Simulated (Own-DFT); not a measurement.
# Strain and stress in 4H SiC, 72 atoms (C36Si36)

Calculated results; nothing here was measured. The program, named Own-DFT, is a retired in-house plane-wave density functional code that no person has reviewed. Each row is one single-point run on a periodic cell that was not relaxed, without spin or spin-orbit coupling.

Settings of every run: PBE; PseudoDojo norm-conserving scalar-relativistic files; cutoff 42 hartree; 4 x 4 x 3 k mesh centred on Gamma; Fermi-Dirac smearing of 0.1 eV.

Known limits: forces on such cells passed a denser k mesh, each cell not checked; stress not checked against mesh or cutoff.

Unstrained cell vectors in Å: (9.248, 0.000, 0.000); (-4.624, 8.009, 0.000); (0.000, 0.000, 10.068). The unstrained cell has measured lattice constants (interpolated for alloys), not those of this functional. That, the random moves and any unrelaxed bonds set the pressure at no strain. Each run strains this cell uniformly, with the atoms carried along. Every atom was also moved at random, by a Gaussian of width 0.05 Å on each axis. Strain is the symmetric tensor, in per cent. Stress is positive in tension, and the pressure is minus a third of its trace.

```
run,e_xx (%),e_yy (%),e_zz (%),e_yz (%),e_xz (%),e_xy (%),s_xx (GPa),s_yy (GPa),s_zz (GPa),s_yz (GPa),s_xz (GPa),s_xy (GPa),P (GPa),E (meV/atom)
1,-1.66,1.86,1.04,1.14,-0.08,-0.30,-13.35,3.81,1.09,3.67,-1.50,-0.23,2.82,4.2
2,0.09,0.69,-1.73,-1.46,0.59,1.09,-5.26,-0.55,-17.74,-4.06,1.97,6.27,7.85,21.4
3,0.18,-1.02,1.35,-1.17,-0.54,-0.91,-4.25,-8.00,0.51,-3.01,-1.41,-4.69,3.91,0.0
4,-0.38,-1.31,-0.18,1.88,-1.55,0.09,-9.12,-12.59,-6.93,6.63,-6.16,1.02,9.54,7.7
5,1.99,-1.43,-0.22,0.86,-1.05,0.72,3.66,-10.48,-8.37,2.40,-3.68,3.13,5.06,20.1
6,-1.32,-1.80,1.28,-1.48,-0.85,1.14,-13.44,-15.86,0.68,-5.24,-2.81,3.52,9.54,6.2
7,0.62,1.45,0.99,-1.73,1.92,1.89,0.75,2.21,0.39,-5.80,5.37,7.93,-1.12,6.4
8,0.79,1.82,0.57,-0.12,0.88,-1.53,-0.11,4.91,-0.69,0.35,2.49,-7.94,-1.37,7.2
9,0.25,-1.42,-0.65,1.18,0.07,-0.37,-5.66,-13.82,-8.77,4.70,-0.49,-1.64,9.42,2.9
10,-1.14,-0.48,-0.81,-1.15,-1.31,-1.64,-12.87,-8.49,-12.31,-3.64,-4.04,-6.18,11.22,28.0
11,-1.19,-0.83,-1.32,-0.93,-1.05,-1.69,-15.57,-11.96,-14.93,-3.30,-4.16,-7.32,14.16,44.2
12,-1.23,1.72,-0.78,-0.90,-0.77,1.38,-11.56,2.98,-9.55,-2.79,-3.73,6.27,6.04,7.0
13,1.77,-0.33,1.75,-0.69,-0.46,1.77,4.40,-4.63,5.10,-1.69,-1.92,7.55,-1.62,2.8
14,-0.29,1.10,1.37,1.75,-0.88,-1.93,-5.68,1.31,1.99,5.66,-3.25,-8.15,0.79,8.1
15,2.00,1.31,1.45,0.96,1.26,-1.47,6.84,4.64,2.26,2.91,3.42,-4.52,-4.58,11.3
16,0.47,0.05,-0.76,-1.54,-1.41,-0.60,-3.58,-3.61,-10.36,-4.68,-4.75,-2.75,5.85,11.7
17,0.71,-0.06,0.82,0.37,-1.30,1.99,?,?,?,?,?,?,?,?
```

E is the free energy for each atom above the lowest run shown.

## Worked fit

Each stress component was fitted by least squares to a constant and the strains of the runs shown, as fractions, with shears doubled. Shear strains stay in the fit of a normal stress only where such slopes are resolved. The slopes, in GPa:

```
stress,at no strain,per e_xx,per e_yy,per e_zz,scatter
s_xx,-5.8,555 ± 16,82 ± 14,69 ± 17,0.72
s_yy,-5.0,100 ± 22,534 ± 19,28 ± 24,0.98
s_zz,-6.2,5 ± 23,40 ± 21,605 ± 25,1.03
```

Each shear stress against twice its own strain: yz 163 ± 6, xz 160 ± 7, xy 218 ± 10 GPa. These are stiffnesses along x, y and z of the frame in which the cell vectors are given, which need not be the crystal's axes. The atoms are held to the strained lattice; where symmetry lets them move under strain, relaxing them would lower some slopes. The table should be nearly symmetric about its diagonal, and what it lacks of that shows the noise. A ninth of its sum, 224 ± 4 GPa, estimates the bulk modulus near the mean pressure of these runs, 4.8 GPa, so it lies above the value at zero pressure.

## Withheld run

Question: what normal stresses and pressure should run 17 give?

The fit gives s_xx = -1.4, s_yy = -4.3, s_zz = -1.2 and P = 2.3 GPa. The calculation gave -0.63, -3.54, -1.07 and P = 1.75 GPa.
